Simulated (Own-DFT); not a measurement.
HfO$_{2}$ (monoclinic hafnia, atoms displaced) (calculated)

Computed with Own-DFT development build. A calculation, not a measurement: plane-wave density functional theory by an unreviewed code, no spin, of a simulated periodic cell, stress positive in tension, run twice, with PBE and with PBEsol, both on files made for PBE, so the change isn't that of files made for PBEsol, hafnium file: forces about 75 meV/angstrom off all-electron values; oxygen file: force components 24 meV/angstrom off all-electron in one glass; forces on such cells passed a denser k mesh, this cell's mesh not checked; the far tail of each file's local potential was reset to the Coulomb form; each entry is a single point on an unrelaxed cell, so the pressure reflects the starting lattice, mostly measured values (interpolated for alloys), from which strain is counted, and rises with the displacements; printed positions are rounded, which can move forces by about a meV/angstrom; the program, named Own-DFT, is a retired in-house code; no spin-orbit coupling; stress was not checked against mesh or cutoff.

Settings shared by all entries: functional PBE, then PBEsol; potential files PseudoDojo norm-conserving, scalar-relativistic, standard set; wave cutoff 72 hartree; occupations Fermi-Dirac; smearing width 0.1 eV; k mesh 2 x 2 x 2 centred on Gamma.

(1) HfO$_{2}$ (monoclinic hafnia, atoms displaced)

```
HfO2
1.0
     10.2340     0.0000     0.0000
      0.0000    10.3500     0.0000
     -1.6955     0.0000    10.4453
Hf O Hf O Hf O Hf O Hf O Hf O Hf O Hf O
4 8 4 8 4 8 4 8 4 8 4 8 4 8 4 8
Direct
  0.12536 0.02875 0.10050
  0.35858 0.26911 0.15587
  0.36465 0.46889 0.40914
  0.13730 0.23278 0.34388
  0.04323 0.16943 0.18870
  0.46639 0.41676 0.06428
  0.44655 0.32757 0.33078
  0.04950 0.08769 0.42059
  0.22509 0.36413 0.24889
  0.26671 0.12632 0.00914
  0.29153 0.11384 0.26720
  0.21542 0.36510 0.49044
  0.14447 0.02465 0.59718
  0.36074 0.27523 0.64618
  0.35557 0.48129 0.89696
  0.13139 0.23271 0.85656
  0.03214 0.16830 0.66067
  0.47640 0.42369 0.58062
  0.45228 0.33135 0.82459
  0.04417 0.07668 0.92311
  0.22779 0.38336 0.73239
  0.28143 0.14200 0.50728
  0.26269 0.12452 0.76049
  0.22177 0.37188 0.99013
  0.14006 0.52841 0.10355
  0.36331 0.77242 0.13496
  0.35375 0.99308 0.40507
  0.12786 0.73143 0.34447
  0.03513 0.66946 0.17762
  0.45644 0.90464 0.06540
  0.46301 0.83236 0.33897
  0.05173 0.57396 0.42692
  0.22821 0.88375 0.24052
  0.28935 0.62347 0.02564
  0.27297 0.61671 0.27189
  0.22165 0.87233 0.50397
  0.13511 0.52316 0.60401
  0.34861 0.77628 0.64173
  0.36228 0.98441 0.90547
  0.13091 0.72657 0.85718
  0.03786 0.66884 0.67057
  0.45241 0.91221 0.56633
  0.46670 0.84688 0.82630
  0.03006 0.58358 0.92129
  0.23309 0.87110 0.73680
  0.27314 0.63720 0.52496
  0.27583 0.62337 0.75670
  0.22852 0.88774 0.99378
  0.62854 0.00933 0.10840
  0.86095 0.27982 0.15412
  0.87798 0.47100 0.41422
  0.64842 0.23858 0.36970
  0.54050 0.18036 0.17609
  0.96675 0.41370 0.07546
  0.98484 0.34424 0.34007
  0.53514 0.08888 0.42051
  0.71944 0.37908 0.25028
  0.77363 0.13360 0.00799
  0.78408 0.11634 0.25034
  0.72435 0.38182 0.48256
  0.63154 0.02787 0.61775
  0.85030 0.29447 0.63874
  0.85830 0.48329 0.90609
  0.63695 0.23324 0.85326
  0.53391 0.16408 0.67410
  0.96093 0.41494 0.58005
  0.96520 0.33226 0.83120
  0.55271 0.07758 0.92325
  0.71335 0.35887 0.73947
  0.77872 0.13806 0.51340
  0.76869 0.11281 0.76904
  0.72476 0.37216 0.99194
  0.64638 0.52348 0.09587
  0.86409 0.77405 0.13867
  0.86611 0.96437 0.40383
  0.63769 0.72189 0.34929
  0.53388 0.67552 0.17330
  0.96371 0.91299 0.08243
  0.97204 0.83178 0.34289
  0.53626 0.58525 0.42795
  0.72336 0.89233 0.24277
  0.76564 0.62175 0.01111
  0.75950 0.62609 0.26171
  0.72770 0.87665 0.49672
  0.62380 0.52199 0.61420
  0.84600 0.75489 0.65241
  0.84727 0.97669 0.88708
  0.63752 0.75104 0.85526
  0.53525 0.67335 0.68564
  0.94074 0.92026 0.57208
  0.96331 0.83716 0.82115
  0.54113 0.57078 0.92819
  0.72693 0.87210 0.75258
  0.77197 0.64043 0.51214
  0.75764 0.62500 0.75370
  0.72116 0.87460 0.98275
```

| Quantity | Value |
| --- | --- |
| PBE pressure | 10.79 GPa |
| PBE stress xx | -10.96 GPa |
| PBE stress yy | -10.03 GPa |
| PBE stress zz | -11.37 GPa |
| PBE stress yz | 0.17 GPa |
| PBE stress xz | -0.47 GPa |
| PBE stress xy | -1.55 GPa |
| PBEsol pressure | 4.29 GPa |
| PBEsol stress xx | -4.45 GPa |
| PBEsol stress yy | -3.61 GPa |
| PBEsol stress zz | -4.82 GPa |
| PBEsol stress yz | 0.18 GPa |
| PBEsol stress xz | -0.15 GPa |
| PBEsol stress xy | -1.53 GPa |
| rms change of force components from PBE to PBEsol | 0.07 eV/Å |

Force:
```csv
force element,PBE force x (eV/Å),PBE force y (eV/Å),PBE force z (eV/Å),PBEsol force x (eV/Å),PBEsol force y (eV/Å),PBEsol force z (eV/Å)
Hf,2.379,-1.38,1.407,2.35,-1.314,1.322
Hf,2.066,-0.523,-2.136,2.01,-0.493,-2.022
Hf,-1.325,2.957,-2.197,-1.283,2.825,-2.142
Hf,2.378,-1.45,4.793,2.339,-1.441,4.682
O,-2.308,-0.284,-4.077,-2.233,-0.26,-3.932
O,-0.608,-0.946,1.902,-0.606,-0.877,1.781
O,2.695,-0.008,1.531,2.588,-0.009,1.453
O,-1.523,-1.902,0.396,-1.444,-1.86,0.455
O,-0.188,3.262,-2.336,-0.116,3.139,-2.253
O,1.12,1.459,1.04,1.011,1.396,1
O,-1.182,2.231,-2.639,-1.201,2.221,-2.558
O,1.544,1.818,1.251,1.581,1.789,1.221
Hf,-2.462,0.611,1.34,-2.375,0.669,1.267
Hf,-1.47,-0.639,0.337,-1.476,-0.582,0.361
Hf,1.874,-0.49,-0.167,1.849,-0.541,-0.122
Hf,0.941,-1.446,-1.63,0.928,-1.476,-1.609
O,-1.049,1.161,0.978,-0.988,1.139,0.996
O,-4.435,-3.837,0.219,-4.351,-3.73,0.159
O,1.498,-0.498,0.263,1.453,-0.485,0.191
O,-2.371,0.116,-0.891,-2.274,0.123,-0.789
O,-1.056,-0.021,0.762,-0.952,-0.021,0.732
O,0.063,-0.944,1.091,0.006,-0.952,1.06
O,1.5,-0.249,-0.176,1.398,-0.228,-0.187
O,-0.638,0.615,0.333,-0.568,0.615,0.313
Hf,1.108,-2.288,1.863,1.094,-2.191,1.788
Hf,-1.54,0.019,5.558,-1.494,0.055,5.443
Hf,2.182,-3.585,-1.467,2.131,-3.527,-1.414
Hf,4.673,0.202,3.357,4.561,0.142,3.241
O,-1.156,-0.577,-2.154,-1.112,-0.528,-2.05
O,3.306,2.096,0.889,3.216,2.072,0.817
O,0.198,0.096,-1.622,0.198,0.076,-1.633
O,-1.888,0.428,-1.146,-1.846,0.391,-1.036
O,-1.259,-0.788,-0.283,-1.179,-0.776,-0.278
O,-2.002,-0.023,-1.978,-2.011,-0.036,-1.912
O,-0.259,-0.986,-1.093,-0.338,-0.974,-1.086
O,-1.17,0.53,-2.741,-1.072,0.552,-2.633
Hf,2.949,0.56,1.288,2.919,0.621,1.233
Hf,2.809,-0.897,0.913,2.694,-0.822,0.896
Hf,-0.538,1.008,-3.478,-0.547,0.898,-3.359
Hf,1.554,2.55,-2.184,1.485,2.45,-2.217
O,-1.439,0.202,0.709,-1.39,0.19,0.758
O,2.617,1.421,2.536,2.519,1.414,2.442
O,0.56,-0.357,0.293,0.565,-0.364,0.274
O,0.273,0.321,0.859,0.281,0.306,0.903
O,-2.718,1.864,2.119,-2.573,1.798,2.044
O,-0.042,-1.993,-1.789,-0.121,-1.935,-1.702
O,-0.963,-0.364,2.14,-1.017,-0.352,2.065
O,-1.622,-2.923,-1.003,-1.497,-2.826,-0.97
Hf,0.912,4.635,0.562,0.928,4.582,0.508
Hf,-1.617,-3.089,0.074,-1.608,-2.997,0.083
Hf,-1.547,3.526,-4.732,-1.485,3.361,-4.577
Hf,-1.729,-3.622,-3.656,-1.663,-3.578,-3.587
O,0.106,-1.532,-0.349,0.08,-1.487,-0.273
O,0.504,1.029,0.325,0.464,1.032,0.261
O,-2.851,0.43,-1.527,-2.786,0.414,-1.505
O,0.431,0.268,1.393,0.406,0.276,1.421
O,1.922,0.2,-0.854,1.948,0.149,-0.825
O,1.046,0.135,0.7,0.944,0.129,0.656
O,-0.192,1.433,1.36,-0.245,1.42,1.308
O,-0.515,0.772,2.554,-0.417,0.716,2.506
Hf,1.075,-2.931,-4.131,1.05,-2.791,-4.057
Hf,1.174,-7.118,2.225,1.137,-6.934,2.156
Hf,0.167,-1.581,-1.41,0.172,-1.593,-1.294
Hf,-1.169,-1.346,2.543,-1.106,-1.383,2.449
O,-1.526,1.681,0.359,-1.458,1.653,0.4
O,1.989,1.781,0.945,1.918,1.745,0.834
O,-1.951,1.678,-0.507,-1.899,1.636,-0.535
O,-2.35,-0.59,-0.169,-2.277,-0.595,-0.106
O,0.445,3.197,-0.607,0.481,3.092,-0.603
O,-0.73,0.946,0.591,-0.792,0.973,0.582
O,0.128,0.774,-1.439,0.022,0.719,-1.383
O,0.572,0.163,0.191,0.625,0.193,0.195
Hf,-5.104,-1.782,3.145,-4.986,-1.701,3.01
Hf,-1.975,-0.304,2.14,-1.911,-0.248,2.11
Hf,-1.435,4.165,-0.966,-1.411,3.99,-0.898
Hf,-3.018,3.115,2.262,-2.964,2.986,2.186
O,0.435,-1.028,-1.232,0.423,-0.968,-1.148
O,-0.227,0.211,-0.691,-0.239,0.198,-0.703
O,-1.241,-0.775,-2.346,-1.21,-0.752,-2.335
O,-0.755,-1.186,0.471,-0.719,-1.18,0.527
O,0.88,-2.913,-0.422,0.919,-2.837,-0.429
O,3.827,3.002,-0.84,3.683,2.9,-0.822
O,3.696,-1.307,-1.122,3.507,-1.25,-1.126
O,-2.077,-0.95,-0.292,-1.924,-0.936,-0.285
Hf,2.981,4.441,-0.795,2.902,4.425,-0.826
Hf,2.537,3.462,-1.987,2.436,3.41,-1.933
Hf,2.96,2.046,2.048,2.828,1.943,1.995
Hf,-4.107,-4.634,-0.869,-3.991,-4.532,-0.922
O,-0.666,-0.508,-1.309,-0.61,-0.497,-1.242
O,3.385,-0.425,3.277,3.272,-0.411,3.093
O,0.549,-0.639,1.201,0.515,-0.654,1.143
O,-0.341,1.981,-2.034,-0.334,1.894,-1.89
O,-0.562,1.201,-2.161,-0.497,1.151,-2.055
O,0.551,-2.487,-0.507,0.477,-2.405,-0.47
O,1.846,-2.029,2.654,1.747,-1.922,2.559
O,0.495,0.372,2.956,0.532,0.385,2.85
```

(2) HfO$_{2}$ (monoclinic hafnia, atoms displaced)

```
HfO2
1.0
     10.2340     0.0000     0.0000
      0.0000    10.3500     0.0000
     -1.6955     0.0000    10.4453
Hf O Hf O Hf O Hf O Hf O Hf O Hf O Hf O
4 8 4 8 4 8 4 8 4 8 4 8 4 8 4 8
Direct
  0.15278 0.02068 0.09960
  0.36951 0.26289 0.14486
  0.36759 0.48647 0.39973
  0.15202 0.24027 0.35545
  0.03645 0.15935 0.17001
  0.46418 0.39909 0.07889
  0.46457 0.34878 0.33180
  0.03830 0.09304 0.42295
  0.22063 0.38701 0.24166
  0.28019 0.14008 0.01310
  0.29004 0.13084 0.25703
  0.22560 0.35736 0.48647
  0.12321 0.01110 0.60029
  0.37312 0.27803 0.64274
  0.35106 0.49167 0.89283
  0.13808 0.23916 0.84478
  0.03531 0.16147 0.68095
  0.46465 0.42313 0.58040
  0.45859 0.33697 0.82584
  0.03959 0.08949 0.92608
  0.22113 0.37657 0.73006
  0.28675 0.12329 0.51158
  0.27434 0.12777 0.75509
  0.23857 0.37521 0.98082
  0.13060 0.51920 0.10014
  0.36735 0.78276 0.15738
  0.36273 0.98237 0.39852
  0.14051 0.73146 0.35850
  0.03969 0.66366 0.17108
  0.45046 0.91394 0.06503
  0.45560 0.83293 0.33142
  0.03736 0.57861 0.42791
  0.21662 0.86965 0.23495
  0.27839 0.62164 0.00732
  0.27792 0.61594 0.25663
  0.21255 0.88082 0.50408
  0.14869 0.52575 0.60334
  0.36182 0.77609 0.65409
  0.36370 0.98678 0.89627
  0.13343 0.74493 0.85735
  0.03377 0.66009 0.66500
  0.47217 0.91007 0.57430
  0.46778 0.83417 0.84354
  0.01125 0.58157 0.91231
  0.22091 0.88037 0.73798
  0.27406 0.63299 0.50870
  0.27567 0.62519 0.74906
  0.22445 0.86585 0.98080
  0.64512 0.02717 0.11078
  0.87659 0.26172 0.14222
  0.86279 0.48278 0.41075
  0.62915 0.22950 0.35185
  0.52715 0.16212 0.17029
  0.96234 0.42657 0.08690
  0.97846 0.32959 0.33029
  0.52655 0.07991 0.41945
  0.72099 0.38034 0.24272
  0.76866 0.11669 0.00313
  0.78011 0.13149 0.25895
  0.73338 0.36343 0.49331
  0.65617 0.02297 0.60350
  0.85412 0.26694 0.63648
  0.84495 0.47642 0.89674
  0.64260 0.22584 0.85721
  0.53476 0.15934 0.66944
  0.96553 0.41301 0.57728
  0.95033 0.33749 0.83427
  0.54311 0.08714 0.92471
  0.72904 0.38132 0.73516
  0.76910 0.12887 0.50646
  0.77248 0.13129 0.74888
  0.73834 0.38041 1.00000
  0.63038 0.50645 0.10470
  0.86133 0.77727 0.16318
  0.86735 0.98947 0.38941
  0.64069 0.73347 0.36094
  0.53291 0.65268 0.17406
  0.95401 0.90215 0.07042
  0.96555 0.82649 0.34204
  0.51814 0.58358 0.42200
  0.73452 0.87949 0.25116
  0.76710 0.63106 0.00823
  0.77523 0.62925 0.26853
  0.71632 0.87654 0.48788
  0.62386 0.51685 0.62269
  0.85856 0.77393 0.66098
  0.85774 0.98709 0.89996
  0.63291 0.74803 0.85510
  0.53377 0.67123 0.68005
  0.97945 0.91203 0.57753
  0.96688 0.81851 0.82451
  0.53414 0.58889 0.93038
  0.72896 0.87056 0.74910
  0.78816 0.63658 0.52178
  0.77763 0.61851 0.76561
  0.71999 0.88676 0.98582
```

| Quantity | Value |
| --- | --- |
| PBE pressure | 8.44 GPa |
| PBE stress xx | -10.04 GPa |
| PBE stress yy | -7.67 GPa |
| PBE stress zz | -7.6 GPa |
| PBE stress yz | -0.03 GPa |
| PBE stress xz | 0.25 GPa |
| PBE stress xy | -0.95 GPa |
| PBEsol pressure | 1.96 GPa |
| PBEsol stress xx | -3.5 GPa |
| PBEsol stress yy | -1.22 GPa |
| PBEsol stress zz | -1.17 GPa |
| PBEsol stress yz | -0.04 GPa |
| PBEsol stress xz | 0.54 GPa |
| PBEsol stress xy | -0.94 GPa |
| rms change of force components from PBE to PBEsol | 0.059 eV/Å |

Force:
```csv
force element,PBE force x (eV/Å),PBE force y (eV/Å),PBE force z (eV/Å),PBEsol force x (eV/Å),PBEsol force y (eV/Å),PBEsol force z (eV/Å)
Hf,-2.008,0.661,0.023,-1.94,0.723,-0.007
Hf,-3.476,3.681,-0.022,-3.403,3.601,-0.025
Hf,-4.445,-0.551,-2.596,-4.33,-0.568,-2.535
Hf,-0.804,-1.463,-1.033,-0.786,-1.414,-1.017
O,1.128,-1.271,-0.442,1.089,-1.209,-0.422
O,2.028,1.883,-0.883,1.982,1.858,-0.872
O,1.992,-2.922,-0.496,1.949,-2.877,-0.513
O,-1.213,-1.055,-0.423,-1.207,-1.077,-0.37
O,0.426,-1.29,-0.731,0.449,-1.271,-0.691
O,-0.451,-2.357,-1.407,-0.489,-2.319,-1.343
O,-1.234,-2.303,0.514,-1.241,-2.235,0.489
O,1.188,2.749,2.205,1.215,2.675,2.143
Hf,5.379,5.239,1.709,5.277,5.129,1.637
Hf,-2.779,-3.402,0.946,-2.73,-3.294,0.965
Hf,1.953,-0.232,0.082,1.874,-0.255,0.115
Hf,-0.426,0.233,0.288,-0.393,0.168,0.239
O,-1.81,0.709,-0.898,-1.75,0.732,-0.833
O,-0.887,-0.377,0.083,-0.869,-0.349,0.048
O,1.977,-0.616,0,1.913,-0.628,-0.075
O,-0.78,-1.211,0.318,-0.751,-1.203,0.365
O,0.146,0.774,0.223,0.197,0.753,0.221
O,-0.06,0.445,-0.49,-0.081,0.433,-0.509
O,0.456,-0.675,1.384,0.381,-0.641,1.379
O,-2.323,-0.889,0.391,-2.19,-0.858,0.357
Hf,1.15,0.695,-0.329,1.102,0.732,-0.304
Hf,-0.158,-5.17,-1.666,-0.161,-5.011,-1.579
Hf,-1.969,0.758,1.925,-1.895,0.75,1.934
Hf,0.047,-1.987,-0.381,0.046,-1.992,-0.396
O,-1.242,1.673,1.26,-1.191,1.63,1.287
O,2.532,1.721,2.125,2.423,1.694,2.016
O,1.722,-0.4,-0.169,1.67,-0.398,-0.229
O,0.553,0.751,-0.98,0.539,0.725,-0.882
O,-0.152,1.934,0.309,-0.07,1.865,0.288
O,-0.916,1.581,0.207,-0.932,1.499,0.173
O,-0.211,1.275,0.69,-0.26,1.245,0.7
O,2.225,-2.365,-2.672,2.2,-2.303,-2.589
Hf,-2.81,-0.541,0.096,-2.754,-0.447,0.084
Hf,-0.291,0.378,-1.436,-0.304,0.387,-1.387
Hf,-0.753,0.729,-2.023,-0.738,0.642,-1.934
Hf,1.317,-5.87,-1.414,1.294,-5.744,-1.428
O,-0.151,1.077,0.706,-0.133,1.062,0.717
O,0.042,0.067,0.586,0.012,0.085,0.522
O,-2.154,1.316,-1.581,-2.095,1.286,-1.58
O,2.93,1.092,1.138,2.836,1.048,1.166
O,0.516,-0.055,1.521,0.551,-0.084,1.483
O,0.814,0.753,0.158,0.718,0.721,0.161
O,0.294,0.01,1.21,0.25,0.005,1.161
O,-0.068,2.624,2.096,-0.017,2.583,2.037
Hf,-1.21,-1.717,-1.2,-1.133,-1.611,-1.241
Hf,0.044,3.555,1.696,0.074,3.521,1.714
Hf,1.008,-0.205,-1.61,1.001,-0.235,-1.504
Hf,0.275,1.987,0.402,0.277,1.916,0.373
O,2.744,-1.51,0.906,2.687,-1.45,0.923
O,-0.537,-1.852,0.141,-0.522,-1.817,0.086
O,-1.861,0.532,-0.746,-1.779,0.474,-0.78
O,2.258,1.318,-0.009,2.201,1.277,0.029
O,0.381,-1.077,0.731,0.388,-1.057,0.704
O,1.393,2.513,1.107,1.298,2.414,1.06
O,-0.684,-1.193,-0.382,-0.716,-1.181,-0.383
O,-2.086,0.289,-0.806,-1.95,0.249,-0.776
Hf,-4.413,-1.384,-0.32,-4.309,-1.297,-0.354
Hf,3.079,2.37,2.01,2.965,2.372,1.99
Hf,3.164,3.546,-0.439,3.112,3.455,-0.431
Hf,-1.818,2.235,-1.588,-1.778,2.105,-1.595
O,0.736,0.443,0.604,0.737,0.461,0.628
O,0.427,-0.323,0.599,0.374,-0.292,0.509
O,1.996,-2.291,-0.677,1.924,-2.229,-0.716
O,-1.295,-0.507,0.317,-1.236,-0.501,0.361
O,-1.991,-0.937,0.197,-1.886,-0.906,0.187
O,1.063,-0.498,-1.156,0.971,-0.489,-1.108
O,0.286,-1.919,1.814,0.209,-1.858,1.748
O,-2.988,-4.169,-0.318,-2.857,-4.044,-0.307
Hf,0.465,2.544,0.031,0.444,2.527,0.002
Hf,1.169,-4.477,-2.772,1.151,-4.33,-2.665
Hf,0.978,-0.663,1.789,0.955,-0.69,1.768
Hf,-0.344,-2.541,-0.191,-0.293,-2.513,-0.215
O,-0.781,2.168,1.261,-0.751,2.125,1.27
O,2.081,2.274,-0.218,1.973,2.23,-0.256
O,-0.17,1.145,-0.5,-0.174,1.12,-0.555
O,5.114,3.12,1.43,4.968,3.023,1.42
O,-1.914,1.953,-0.9,-1.779,1.896,-0.859
O,-0.038,1.349,1.341,-0.093,1.284,1.285
O,-0.204,-0.334,0.641,-0.26,-0.277,0.655
O,1.177,0.565,0.695,1.172,0.567,0.673
Hf,3.772,2.67,-1.265,3.671,2.646,-1.232
Hf,2.085,-3.826,-3.217,2.039,-3.761,-3.104
Hf,2.258,-1.607,0.186,2.146,-1.609,0.268
Hf,1.624,-4.89,2.794,1.594,-4.812,2.709
O,-0.16,-0.1,-0.273,-0.155,-0.089,-0.215
O,-6.47,-2.653,-0.729,-6.304,-2.565,-0.75
O,-2.544,3.796,1.39,-2.474,3.655,1.29
O,-0.77,-0.63,-1.086,-0.757,-0.639,-1.012
O,-0.297,3.231,-0.822,-0.231,3.131,-0.781
O,-1.983,-0.765,-1.12,-1.95,-0.74,-1.099
O,-1.298,1.066,-0.969,-1.302,1.046,-0.935
O,-0.968,-0.409,1.107,-0.898,-0.358,1.05
```
